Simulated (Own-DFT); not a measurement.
GaN (wurtzite, atoms displaced) (calculated)

Computed with Own-DFT development build. A calculation, not a measurement: plane-wave PBE density functional theory by an unreviewed code, no spin, of a simulated periodic cell, stress positive in tension, free energy of the whole cell less one offset for each atom, forces on such cells passed a denser k mesh, this cell's mesh not checked; offsets are fitted by least squares, one for each functional and potential file, so energies compare only between cells with the same atoms and settings and are not formation energies; the far tail of each file's local potential was reset to the Coulomb form; each entry is a single point on an unrelaxed cell, so the pressure reflects the starting lattice, mostly measured values (interpolated for alloys), from which strain is counted, and rises with the displacements; printed positions are rounded, which can move forces by about a meV/angstrom; the program, named Own-DFT, is a retired in-house code; no spin-orbit coupling.

Common to all runs: functional PBE; potential files PseudoDojo norm-conserving, scalar-relativistic, standard set with the stringent files for Ga; wave cutoff 96 hartree; occupations Gaussian; smearing width 0.01 eV; k mesh 3 x 4 x 3 centred on Gamma.

(1) 
```cif
# cell vector a (Å): 12.7560 0.0000 0.0000
# cell vector b (Å): -4.7835 8.2853 0.0000
# cell vector c (Å): 0.0000 0.0000 10.3700
data_GaN
_symmetry_space_group_name_H-M 'P 1'
_symmetry_Int_Tables_number 1
_cell_length_a 12.7560
_cell_length_b 9.5670
_cell_length_c 10.3700
_cell_angle_alpha 90.000
_cell_angle_beta 90.000
_cell_angle_gamma 120.000
_cell_volume 1095.98
loop_
_atom_site_label
_atom_site_type_symbol
_atom_site_fract_x
_atom_site_fract_y
_atom_site_fract_z
_atom_site_occupancy
Ga1 Ga 0.08257 0.22296 0.00161 1
Ga2 Ga 0.16721 0.11164 0.25083 1
N1 N 0.08418 0.22262 0.18869 1
N2 N 0.16614 0.11052 0.43745 1
Ga3 Ga 0.08293 0.22104 0.50048 1
Ga4 Ga 0.16231 0.11005 0.75132 1
N3 N 0.08734 0.22626 0.69161 1
N4 N 0.16691 0.10867 0.93690 1
Ga5 Ga 0.08439 0.55853 0.00176 1
Ga6 Ga 0.16436 0.44508 0.25146 1
N5 N 0.08740 0.55530 0.18743 1
N6 N 0.16820 0.44720 0.43581 1
Ga7 Ga 0.08409 0.55195 0.49986 1
Ga8 Ga 0.16537 0.43973 0.75083 1
N7 N 0.08052 0.55579 0.69023 1
N8 N 0.16532 0.44204 0.93357 1
Ga9 Ga 0.08415 0.88476 0.99905 1
Ga10 Ga 0.17040 0.77852 0.24978 1
N9 N 0.08096 0.88845 0.18919 1
N10 N 0.16653 0.77417 0.43812 1
Ga11 Ga 0.08530 0.89146 0.50218 1
Ga12 Ga 0.16739 0.77944 0.74960 1
N11 N 0.08512 0.88917 0.68357 1
N12 N 0.16847 0.77833 0.93977 1
Ga13 Ga 0.33455 0.22372 0.99680 1
Ga14 Ga 0.41406 0.10922 0.25084 1
N13 N 0.33531 0.22783 0.18975 1
N14 N 0.41738 0.11182 0.43718 1
Ga15 Ga 0.33245 0.22367 0.49741 1
Ga16 Ga 0.41664 0.11030 0.75077 1
N15 N 0.33583 0.22563 0.68866 1
N16 N 0.41585 0.11147 0.93555 1
Ga17 Ga 0.33391 0.55852 0.99675 1
Ga18 Ga 0.41586 0.44718 0.24958 1
N17 N 0.33278 0.55528 0.18862 1
N18 N 0.41954 0.44700 0.43922 1
Ga19 Ga 0.33390 0.55515 0.50253 1
Ga20 Ga 0.41717 0.44578 0.74870 1
N19 N 0.33487 0.55466 0.68864 1
N20 N 0.41740 0.44382 0.94239 1
Ga21 Ga 0.33286 0.88757 0.99998 1
Ga22 Ga 0.41437 0.77714 0.25068 1
N21 N 0.33391 0.88857 0.19088 1
N22 N 0.41565 0.78080 0.43718 1
Ga23 Ga 0.33084 0.88569 0.49984 1
Ga24 Ga 0.41429 0.77414 0.75270 1
N23 N 0.33124 0.88679 0.68811 1
N24 N 0.41519 0.77757 0.93808 1
Ga25 Ga 0.58597 0.22547 0.99978 1
Ga26 Ga 0.66415 0.11036 0.25139 1
N25 N 0.58293 0.22063 0.19054 1
N26 N 0.66971 0.10878 0.43554 1
Ga27 Ga 0.58387 0.22306 0.49872 1
Ga28 Ga 0.66525 0.11161 0.75277 1
N27 N 0.58331 0.22360 0.68891 1
N28 N 0.66694 0.11188 0.93654 1
Ga29 Ga 0.58633 0.55909 0.99734 1
Ga30 Ga 0.66826 0.44884 0.25234 1
N29 N 0.58464 0.55288 0.18809 1
N30 N 0.66493 0.44134 0.43745 1
Ga31 Ga 0.58519 0.55877 0.49989 1
Ga32 Ga 0.66732 0.44357 0.75284 1
N31 N 0.58174 0.55608 0.68752 1
N32 N 0.67086 0.44814 0.93898 1
Ga33 Ga 0.58343 0.88673 0.00088 1
Ga34 Ga 0.66561 0.77909 0.25194 1
N33 N 0.58304 0.88923 0.18603 1
N34 N 0.66820 0.77740 0.43827 1
Ga35 Ga 0.58496 0.88828 0.49807 1
Ga36 Ga 0.66423 0.77402 0.74853 1
N35 N 0.58655 0.89437 0.68878 1
N36 N 0.66587 0.77718 0.93920 1
Ga37 Ga 0.83274 0.22437 0.00037 1
Ga38 Ga 0.91765 0.10957 0.24995 1
N37 N 0.83119 0.22076 0.18820 1
N38 N 0.91499 0.10936 0.44019 1
Ga39 Ga 0.83428 0.22587 0.49852 1
Ga40 Ga 0.91667 0.10869 0.74790 1
N39 N 0.83179 0.22372 0.68628 1
N40 N 0.91846 0.11126 0.93998 1
Ga41 Ga 0.83282 0.55846 0.99854 1
Ga42 Ga 0.91826 0.44509 0.25056 1
N41 N 0.83489 0.55518 0.19094 1
N42 N 0.91768 0.44467 0.43650 1
Ga43 Ga 0.83175 0.55256 0.49816 1
Ga44 Ga 0.91810 0.44881 0.75446 1
N43 N 0.83178 0.55533 0.68911 1
N44 N 0.91687 0.44470 0.93585 1
Ga45 Ga 0.83585 0.88915 0.00012 1
Ga46 Ga 0.91750 0.77689 0.24873 1
N45 N 0.83353 0.88890 0.19119 1
N46 N 0.91899 0.77932 0.43611 1
Ga47 Ga 0.83433 0.89067 0.49837 1
Ga48 Ga 0.91983 0.78414 0.74947 1
N47 N 0.83409 0.89246 0.69271 1
N48 N 0.91635 0.77967 0.93767 1
_calc_free_energy_of_cell_above_offsets '-10.280'  # eV
_calc_pressure 5.44  # GPa
_calc_stress_xx -4.79  # GPa
_calc_stress_yy -5.44  # GPa
_calc_stress_zz -6.1  # GPa
_calc_stress_yz 0.03  # GPa
_calc_stress_xz -0.17  # GPa
_calc_stress_xy 0.11  # GPa
```

Force:
```csv
element,x (eV/Å),y (eV/Å),z (eV/Å)
Ga,0.482,-0.146,-0.21
Ga,0.09,0.015,-0.455
N,-0.122,0.081,0.175
N,-0.031,0.205,0.229
Ga,-0.074,0.249,-0.056
Ga,1.386,0.184,-0.197
N,-0.724,-0.891,-0.999
N,-0.298,0.043,0.439
Ga,0.186,-0.683,-0.543
Ga,1.035,-0.322,-0.416
N,-1.003,0.302,0.03
N,0.235,-0.664,0.764
Ga,-0.561,0.417,0.406
Ga,-0.318,1.211,-0.325
N,0.874,0.03,-0.317
N,0.047,0.451,1.082
Ga,-0.497,0.671,0.411
Ga,-0.941,-0.103,0.2
N,0.997,0.053,-0.312
N,-0.382,0.24,-0.004
Ga,0.061,-0.636,-1.139
Ga,0.013,-0.371,0.009
N,-0.314,0.22,1.174
N,-0.165,-0.188,-0.363
Ga,-0.195,-0.271,0.596
Ga,0.256,0.667,-0.206
N,-0.089,-0.838,-0.368
N,-0.259,-0.276,0.404
Ga,0.525,0,0.495
Ga,-0.189,0.114,-0.609
N,-0.516,-0.597,-0.164
N,0.514,-0.097,0.74
Ga,-0.019,-0.776,0.598
Ga,0.519,0.081,0.026
N,-0.351,0.197,-0.312
N,-0.425,0.02,-0.166
Ga,0.088,0.34,-0.553
Ga,0.178,-0.417,0.533
N,-0.637,0.081,0.134
N,-0.058,0.564,-0.837
Ga,0.144,0.644,0.233
Ga,0.611,-0.111,-0.129
N,-0.137,0.201,-0.766
N,0.693,-0.49,0.362
Ga,0.116,0.619,0.091
Ga,0.304,0.69,-0.775
N,0.392,0.139,0.117
N,0.292,0.229,0.162
Ga,-0.335,-0.392,0.369
Ga,0.362,0.034,-0.469
N,-0.345,0.407,-0.394
N,-0.728,0.267,0.544
Ga,0.177,-0.587,0.205
Ga,0.372,0.297,-0.733
N,-0.014,-0.121,-0.148
N,-0.067,-0.201,0.671
Ga,-0.224,-0.525,0.694
Ga,0.165,-0.782,-0.486
N,-0.544,0.698,-0.055
N,0.093,0.557,0.365
Ga,0.111,-0.549,0.033
Ga,-0.265,0.198,-0.616
N,0.608,-0.138,0.159
N,-0.645,-0.395,-0.028
Ga,-0.181,0.429,-0.297
Ga,0.267,-0.319,-0.637
N,-0.185,-0.244,0.538
N,-0.143,0.107,0.132
Ga,-0.47,0.171,0.444
Ga,0.009,0.744,0.289
N,-0.449,-0.982,-0.125
N,0.352,0.333,-0.331
Ga,0.381,-0.338,-0.047
Ga,-0.42,0.258,-0.01
N,0.411,0.197,0.119
N,0.35,0.577,-0.227
Ga,0.054,-0.39,0.336
Ga,-0.665,1.105,0.508
N,0.459,0.125,0.463
N,-0.51,0.043,-0.316
Ga,0.778,-0.089,0.537
Ga,0.031,-0.247,-0.378
N,-0.111,0.038,-0.629
N,0.046,0.159,0.175
Ga,0.151,0.532,0.338
Ga,-0.301,-0.688,-1.152
N,0.168,0.528,-0.164
N,-0.067,0.408,1.195
Ga,-0.711,0.276,0.311
Ga,-0.273,0.055,0.283
N,-0.062,-0.229,-0.43
N,-0.242,-0.23,0.576
Ga,0.324,-0.396,0.445
Ga,-0.164,-0.842,-0.267
N,0.093,-0.78,-0.926
N,0.628,-0.159,-0.053
```

(2) 
```cif
# cell vector a (Å): 12.7560 0.0000 0.0000
# cell vector b (Å): -4.7835 8.2853 0.0000
# cell vector c (Å): 0.0000 0.0000 10.3700
data_GaN
_symmetry_space_group_name_H-M 'P 1'
_symmetry_Int_Tables_number 1
_cell_length_a 12.7560
_cell_length_b 9.5670
_cell_length_c 10.3700
_cell_angle_alpha 90.000
_cell_angle_beta 90.000
_cell_angle_gamma 120.000
_cell_volume 1095.98
loop_
_atom_site_label
_atom_site_type_symbol
_atom_site_fract_x
_atom_site_fract_y
_atom_site_fract_z
_atom_site_occupancy
Ga1 Ga 0.08643 0.22292 0.00112 1
Ga2 Ga 0.16382 0.10750 0.25101 1
N1 N 0.08328 0.21872 0.18966 1
N2 N 0.16450 0.11243 0.44158 1
Ga3 Ga 0.08625 0.22484 0.50105 1
Ga4 Ga 0.16622 0.11306 0.75447 1
N3 N 0.08202 0.21681 0.68893 1
N4 N 0.16814 0.10986 0.93539 1
Ga5 Ga 0.08126 0.55491 0.99808 1
Ga6 Ga 0.16605 0.44306 0.25149 1
N5 N 0.08155 0.55398 0.18972 1
N6 N 0.16794 0.44321 0.43509 1
Ga7 Ga 0.08482 0.55492 0.50031 1
Ga8 Ga 0.16658 0.44498 0.74588 1
N7 N 0.08344 0.55366 0.68892 1
N8 N 0.16724 0.44445 0.93751 1
Ga9 Ga 0.08528 0.89381 0.99808 1
Ga10 Ga 0.16597 0.77728 0.25048 1
N9 N 0.08300 0.89022 0.18770 1
N10 N 0.16443 0.77718 0.44357 1
Ga11 Ga 0.08274 0.88696 0.49975 1
Ga12 Ga 0.16594 0.77686 0.74905 1
N11 N 0.08339 0.88709 0.68617 1
N12 N 0.17057 0.78036 0.94055 1
Ga13 Ga 0.33245 0.22061 0.99830 1
Ga14 Ga 0.41330 0.10625 0.24978 1
N13 N 0.33679 0.22763 0.18949 1
N14 N 0.41601 0.11108 0.43693 1
Ga15 Ga 0.33379 0.22332 0.49877 1
Ga16 Ga 0.41814 0.11250 0.75113 1
N15 N 0.33138 0.22154 0.68888 1
N16 N 0.41794 0.11032 0.93719 1
Ga17 Ga 0.33034 0.54919 0.99728 1
Ga18 Ga 0.41745 0.44485 0.24830 1
N17 N 0.33553 0.56021 0.18497 1
N18 N 0.41492 0.44079 0.43854 1
Ga19 Ga 0.33219 0.55364 0.50101 1
Ga20 Ga 0.41597 0.44253 0.75182 1
N19 N 0.33625 0.55636 0.68698 1
N20 N 0.41505 0.44587 0.93743 1
Ga21 Ga 0.33293 0.88624 0.99882 1
Ga22 Ga 0.41552 0.77885 0.24909 1
N21 N 0.33553 0.88840 0.18765 1
N22 N 0.41714 0.77635 0.43739 1
Ga23 Ga 0.33464 0.88999 0.49768 1
Ga24 Ga 0.41663 0.77623 0.74948 1
N23 N 0.33406 0.89160 0.68356 1
N24 N 0.42039 0.78147 0.93538 1
Ga25 Ga 0.58315 0.22082 0.00116 1
Ga26 Ga 0.66446 0.11174 0.24971 1
N25 N 0.58478 0.22160 0.18716 1
N26 N 0.66750 0.11306 0.43797 1
Ga27 Ga 0.58225 0.21906 0.50067 1
Ga28 Ga 0.66903 0.11195 0.75293 1
N27 N 0.58518 0.22663 0.68862 1
N28 N 0.66828 0.11157 0.94004 1
Ga29 Ga 0.58529 0.55948 0.99738 1
Ga30 Ga 0.66771 0.44146 0.25183 1
N29 N 0.58349 0.55303 0.18861 1
N30 N 0.66568 0.43994 0.43469 1
Ga31 Ga 0.58349 0.55386 0.50328 1
Ga32 Ga 0.66599 0.44482 0.74647 1
N31 N 0.58413 0.55748 0.69190 1
N32 N 0.66361 0.44070 0.93858 1
Ga33 Ga 0.58361 0.88976 0.99965 1
Ga34 Ga 0.66677 0.77686 0.25216 1
N33 N 0.58048 0.88882 0.18661 1
N34 N 0.66621 0.77914 0.44144 1
Ga35 Ga 0.58523 0.89183 0.50098 1
Ga36 Ga 0.66664 0.77995 0.75179 1
N35 N 0.58379 0.88810 0.68815 1
N36 N 0.66805 0.77885 0.93797 1
Ga37 Ga 0.83473 0.22518 0.99467 1
Ga38 Ga 0.91982 0.11724 0.24970 1
N37 N 0.83120 0.22194 0.18860 1
N38 N 0.91508 0.11168 0.43417 1
Ga39 Ga 0.83179 0.22210 0.50158 1
Ga40 Ga 0.91549 0.10817 0.75232 1
N39 N 0.83038 0.21969 0.69234 1
N40 N 0.91981 0.11507 0.93707 1
Ga41 Ga 0.83421 0.55473 0.99934 1
Ga42 Ga 0.91773 0.44513 0.24842 1
N41 N 0.83241 0.55633 0.19108 1
N42 N 0.91625 0.44242 0.44012 1
Ga43 Ga 0.83269 0.55228 0.50144 1
Ga44 Ga 0.91868 0.44325 0.74884 1
N43 N 0.83446 0.55897 0.68907 1
N44 N 0.91613 0.44538 0.93727 1
Ga45 Ga 0.83546 0.89122 0.99820 1
Ga46 Ga 0.91675 0.77781 0.24861 1
N45 N 0.83549 0.89009 0.18854 1
N46 N 0.91697 0.78154 0.43936 1
Ga47 Ga 0.83261 0.88399 0.49932 1
Ga48 Ga 0.91599 0.77447 0.75251 1
N47 N 0.83520 0.88758 0.68712 1
N48 N 0.91740 0.77989 0.93979 1
_calc_free_energy_of_cell_above_offsets '-10.338'  # eV
_calc_pressure 5.4  # GPa
_calc_stress_xx -5.19  # GPa
_calc_stress_yy -5.14  # GPa
_calc_stress_zz -5.87  # GPa
_calc_stress_yz -0.16  # GPa
_calc_stress_xz 0.01  # GPa
_calc_stress_xy 0.2  # GPa
```

Force:
```csv
element,x (eV/Å),y (eV/Å),z (eV/Å)
Ga,-0.338,0.031,-0.079
Ga,0.631,0.603,0.39
N,0.086,0.704,-0.472
N,0.756,-0.405,-0.591
Ga,-0.923,-0.675,-0.095
Ga,0.412,-0.676,-1.463
N,-0.409,0.845,-0.007
N,-0.341,0.411,0.942
Ga,0.527,0.216,0.36
Ga,0.431,0.245,-0.833
N,0.418,0.235,-0.376
N,-0.332,0.288,0.793
Ga,-0.307,-0.177,-0.223
Ga,0.537,-0.454,0.502
N,0.009,0.154,-0.162
N,-0.503,-0.177,-0.272
Ga,0.2,-0.825,0.309
Ga,0.1,0.05,0.115
N,0.426,-0.288,-0.118
N,0.616,-0.103,-1.035
Ga,-0.458,0.508,0.248
Ga,0.288,0.488,-0.016
N,-0.192,0.184,0.819
N,-0.883,-0.503,-0.487
Ga,0.629,0.377,0.399
Ga,0.383,0.894,-0.21
N,-0.527,-1.207,-0.448
N,0.052,-0.065,0.086
Ga,-0.207,-0.452,0.312
Ga,-0.195,-0.117,-0.439
N,0.333,0.057,0.012
N,-0.32,-0.056,0.349
Ga,0.03,1.316,0.326
Ga,-0.112,0.534,0.263
N,-0.312,-0.782,0.33
N,0.168,0.689,-0.06
Ga,0.517,0.308,-0.445
Ga,0.119,0.036,-0.399
N,-0.574,-0.291,0.216
N,0.65,-0.421,0.165
Ga,0.626,0.397,0.062
Ga,0.625,-0.294,0.168
N,-1.009,-0.114,-0.048
N,-0.112,0.111,0.134
Ga,-0.046,-0.199,0.071
Ga,-0.213,0.523,-0.271
N,0.187,-0.36,0.763
N,-0.424,-0.75,0.275
Ga,-0.005,0.098,-0.118
Ga,0.588,-0.337,-0.08
N,-0.741,-0.112,0.252
N,-0.18,-0.277,0.113
Ga,-0.119,0.188,-0.103
Ga,-0.948,-0.355,-0.163
N,0.166,-0.747,-0.099
N,-0.14,0.024,-0.237
Ga,-0.049,-0.606,0.551
Ga,-0.539,0.13,-0.708
N,0.096,0.386,-0.147
N,-0.104,0.404,1.194
Ga,-0.206,0.037,-0.468
Ga,0.265,0.22,0.809
N,-0.183,-0.142,-0.341
N,0.439,0.553,-0.267
Ga,0.175,-0.073,0.172
Ga,-0.135,0.157,-0.368
N,0.662,-0.004,0.379
N,0.148,-0.505,-0.274
Ga,-0.236,-0.241,-0.161
Ga,0.435,-0.013,-0.417
N,-0.18,0.415,0.158
N,-0.014,0.33,0.11
Ga,0.05,-0.415,1.081
Ga,-0.667,-0.81,-0.155
N,0.337,0.234,-0.553
N,0.342,0.063,1.104
Ga,0.494,-0.266,-0.154
Ga,0.138,0.012,-0.695
N,0.777,0.368,-0.497
N,0.054,-0.209,0.425
Ga,-0.817,0.085,0.333
Ga,-0.547,-0.382,0.441
N,0.517,-0.085,-0.571
N,0.179,0.336,-0.105
Ga,-0.124,0.525,-0.408
Ga,-0.71,0.076,-0.073
N,0.283,-0.853,-0.01
N,0.234,0.198,-0.185
Ga,-0.325,0.061,0.599
Ga,-0.227,0.077,0.377
N,-0.432,0.176,-0.182
N,0.528,-1.027,-0.427
Ga,-0.36,1.043,0.032
Ga,0.132,0.728,-0.401
N,-0.428,-0.003,0.433
N,0.357,-0.276,-0.058
```

(3) 
```cif
# cell vector a (Å): 12.7560 0.0000 0.0000
# cell vector b (Å): -4.7835 8.2853 0.0000
# cell vector c (Å): 0.0000 0.0000 10.3700
data_GaN
_symmetry_space_group_name_H-M 'P 1'
_symmetry_Int_Tables_number 1
_cell_length_a 12.7560
_cell_length_b 9.5670
_cell_length_c 10.3700
_cell_angle_alpha 90.000
_cell_angle_beta 90.000
_cell_angle_gamma 120.000
_cell_volume 1095.98
loop_
_atom_site_label
_atom_site_type_symbol
_atom_site_fract_x
_atom_site_fract_y
_atom_site_fract_z
_atom_site_occupancy
Ga1 Ga 0.08349 0.22647 0.99839 1
Ga2 Ga 0.16380 0.11204 0.24591 1
N1 N 0.08502 0.22571 0.18844 1
N2 N 0.16788 0.10951 0.43802 1
Ga3 Ga 0.08550 0.22189 0.50188 1
Ga4 Ga 0.16640 0.11309 0.74808 1
N3 N 0.08139 0.21985 0.68927 1
N4 N 0.16273 0.10945 0.94085 1
Ga5 Ga 0.08406 0.56072 0.99974 1
Ga6 Ga 0.16564 0.44199 0.24998 1
N5 N 0.08250 0.55353 0.19170 1
N6 N 0.16922 0.44899 0.43509 1
Ga7 Ga 0.08414 0.55525 0.49700 1
Ga8 Ga 0.16392 0.44864 0.75123 1
N7 N 0.08035 0.55480 0.68858 1
N8 N 0.16677 0.44610 0.93737 1
Ga9 Ga 0.08330 0.89078 0.00053 1
Ga10 Ga 0.16642 0.77885 0.25122 1
N9 N 0.08266 0.88744 0.18825 1
N10 N 0.16531 0.77712 0.44139 1
Ga11 Ga 0.08367 0.89023 0.49703 1
Ga12 Ga 0.16730 0.77682 0.74836 1
N11 N 0.08458 0.89112 0.68969 1
N12 N 0.16411 0.77693 0.94075 1
Ga13 Ga 0.33519 0.22091 0.99557 1
Ga14 Ga 0.41683 0.11163 0.25006 1
N13 N 0.33414 0.22478 0.18728 1
N14 N 0.41519 0.11199 0.44252 1
Ga15 Ga 0.33626 0.22408 0.50482 1
Ga16 Ga 0.41855 0.11290 0.74648 1
N15 N 0.33721 0.22609 0.68816 1
N16 N 0.41597 0.10900 0.93691 1
Ga17 Ga 0.33355 0.55740 0.00125 1
Ga18 Ga 0.41629 0.44434 0.25352 1
N17 N 0.33563 0.55758 0.18621 1
N18 N 0.41391 0.44183 0.44206 1
Ga19 Ga 0.33442 0.55920 0.49795 1
Ga20 Ga 0.41729 0.44037 0.75062 1
N19 N 0.33573 0.55968 0.69065 1
N20 N 0.41709 0.44464 0.93700 1
Ga21 Ga 0.33170 0.88888 0.99988 1
Ga22 Ga 0.41731 0.77778 0.24751 1
N21 N 0.33425 0.89162 0.18952 1
N22 N 0.41771 0.77974 0.43574 1
Ga23 Ga 0.33484 0.89213 0.49586 1
Ga24 Ga 0.41547 0.77899 0.74955 1
N23 N 0.33429 0.88990 0.68915 1
N24 N 0.41884 0.77954 0.93955 1
Ga25 Ga 0.58195 0.22023 0.00068 1
Ga26 Ga 0.66700 0.11314 0.25299 1
N25 N 0.58005 0.21739 0.19068 1
N26 N 0.66386 0.10633 0.43753 1
Ga27 Ga 0.58463 0.22335 0.50169 1
Ga28 Ga 0.66621 0.11208 0.75302 1
N27 N 0.58364 0.22041 0.68543 1
N28 N 0.66497 0.10934 0.93986 1
Ga29 Ga 0.57994 0.55687 0.99652 1
Ga30 Ga 0.66516 0.44773 0.24929 1
N29 N 0.58575 0.55877 0.18900 1
N30 N 0.66658 0.44171 0.43846 1
Ga31 Ga 0.58331 0.55343 0.49993 1
Ga32 Ga 0.66623 0.44358 0.74675 1
N31 N 0.58438 0.55514 0.68853 1
N32 N 0.66677 0.44213 0.94125 1
Ga33 Ga 0.58418 0.88902 0.99875 1
Ga34 Ga 0.66775 0.78346 0.25094 1
N33 N 0.58288 0.88437 0.18792 1
N34 N 0.66451 0.77879 0.43605 1
Ga35 Ga 0.58323 0.88752 0.49752 1
Ga36 Ga 0.66659 0.77695 0.75089 1
N35 N 0.58450 0.89314 0.68654 1
N36 N 0.66713 0.78252 0.93940 1
Ga37 Ga 0.83403 0.22336 0.99716 1
Ga38 Ga 0.91744 0.11188 0.25176 1
N37 N 0.83364 0.22050 0.18877 1
N38 N 0.91618 0.11326 0.43676 1
Ga39 Ga 0.83218 0.21837 0.50297 1
Ga40 Ga 0.91456 0.10450 0.74956 1
N39 N 0.83346 0.22017 0.68700 1
N40 N 0.91508 0.11257 0.93751 1
Ga41 Ga 0.83600 0.55795 0.00147 1
Ga42 Ga 0.91552 0.44313 0.25270 1
N41 N 0.83458 0.55630 0.18422 1
N42 N 0.91443 0.44185 0.43999 1
Ga43 Ga 0.82982 0.55469 0.49900 1
Ga44 Ga 0.91721 0.44762 0.75442 1
N43 N 0.83033 0.55160 0.68748 1
N44 N 0.91387 0.44334 0.93841 1
Ga45 Ga 0.83330 0.88979 0.99958 1
Ga46 Ga 0.91670 0.77856 0.24867 1
N45 N 0.83297 0.88843 0.18841 1
N46 N 0.91839 0.77822 0.43588 1
Ga47 Ga 0.83256 0.89082 0.49946 1
Ga48 Ga 0.91627 0.78016 0.74926 1
N47 N 0.83413 0.88931 0.68968 1
N48 N 0.91799 0.77872 0.93530 1
_calc_free_energy_of_cell_above_offsets '-10.378'  # eV
_calc_pressure 5.41  # GPa
_calc_stress_xx -5.08  # GPa
_calc_stress_yy -5.48  # GPa
_calc_stress_zz -5.67  # GPa
_calc_stress_yz 0.17  # GPa
_calc_stress_xz -0.08  # GPa
_calc_stress_xy 0.54  # GPa
```

Force:
```csv
element,x (eV/Å),y (eV/Å),z (eV/Å)
Ga,-0.084,-0.337,0.141
Ga,0.926,-0.028,0.445
N,-0.433,-0.479,-0.328
N,-0.151,0.555,-0.129
Ga,-0.232,0.213,-0.424
Ga,0.302,-0.154,0.506
N,0.028,0.627,-0.041
N,0.591,0.614,-0.553
Ga,-0.031,-0.906,0.562
Ga,0.245,0.748,-0.276
N,-0.052,0.348,-0.475
N,0.033,-0.707,0.683
Ga,-0.51,-0.183,0.351
Ga,0.887,-0.411,-0.406
N,0.198,0.253,-0.28
N,-0.184,0.291,0.299
Ga,-0.137,-0.217,-0.087
Ga,0.202,-0.23,0.021
N,-0.056,0.284,0.006
N,0.32,0.179,-0.444
Ga,0.009,-0.163,0.631
Ga,-0.29,0.346,0.16
N,-0.029,-0.216,-0.394
N,0.314,0.446,-0.564
Ga,-0.649,0.117,0.653
Ga,-0.518,0.132,0.369
N,-0.064,-0.298,-0.081
N,0.51,0.303,-0.615
Ga,-0.653,-0.362,-0.838
Ga,0.034,-0.396,0.415
N,-0.502,-0.719,0.497
N,0.065,0.077,-0.273
Ga,0.158,-0.104,-0.475
Ga,0.23,0.131,-0.478
N,-0.332,-0.429,0.521
N,0.376,0.492,-0.291
Ga,-0.009,-0.03,0.639
Ga,-0.568,1.146,-0.135
N,-0.262,-0.766,-0.407
N,-0.442,-0.187,0.046
Ga,0.332,-0.127,0.087
Ga,-0.09,0.136,0.039
N,-0.157,-0.411,-0.117
N,-0.178,-0.092,0.07
Ga,-0.041,-0.539,0.621
Ga,0.623,0.181,0.171
N,-0.309,0.02,-0.424
N,-0.545,-0.117,-0.145
Ga,0.062,0.186,0.231
Ga,0.168,-0.483,-0.664
N,0.329,0.801,-0.208
N,0.152,0.686,0.354
Ga,0.053,-0.626,-0.612
Ga,0.378,-0.084,-0.427
N,-0.086,0.322,0.606
N,0.127,0.36,-0.075
Ga,1.062,-0.002,0.663
Ga,0.632,-0.489,-0.35
N,-0.664,-0.024,-0.15
N,-0.5,0.267,-0.264
Ga,-0.278,0.327,-0.128
Ga,0.13,-0.198,0.944
N,-0.193,0.119,-0.094
N,-0.368,0.38,-0.573
Ga,-0.343,0.168,0.51
Ga,0.339,-0.707,-0.39
N,-0.416,0.976,-0.138
N,0.776,-0.442,0.603
Ga,-0.391,0.116,0.533
Ga,-0.444,0.297,-0.205
N,0.158,-0.593,0.242
N,0.455,-0.65,-0.4
Ga,-0.385,-0.22,0.67
Ga,-0.082,-0.042,-0.533
N,-0.241,0.181,-0.228
N,0.589,-0.214,0.522
Ga,-0.432,0.399,-0.425
Ga,-0.311,1.052,0.159
N,-0.092,0.251,0.843
N,0.488,-0.167,0.031
Ga,-0.68,-0.148,-0.586
Ga,-0.051,-0.063,-0.269
N,-0.189,-0.136,1.092
N,0.021,0.132,0.037
Ga,0.913,0.217,0.142
Ga,-0.255,-0.678,-0.931
N,0.268,0.734,0.038
N,0.626,0.353,0.256
Ga,0.202,-0.012,0.124
Ga,-0.048,-0.266,-0.052
N,0.182,0.346,-0.072
N,-0.697,-0.082,0.391
Ga,0.273,-0.256,-0.165
Ga,0.578,-0.585,-0.187
N,-0.346,-0.559,-0.6
N,-0.347,0.023,0.477
```
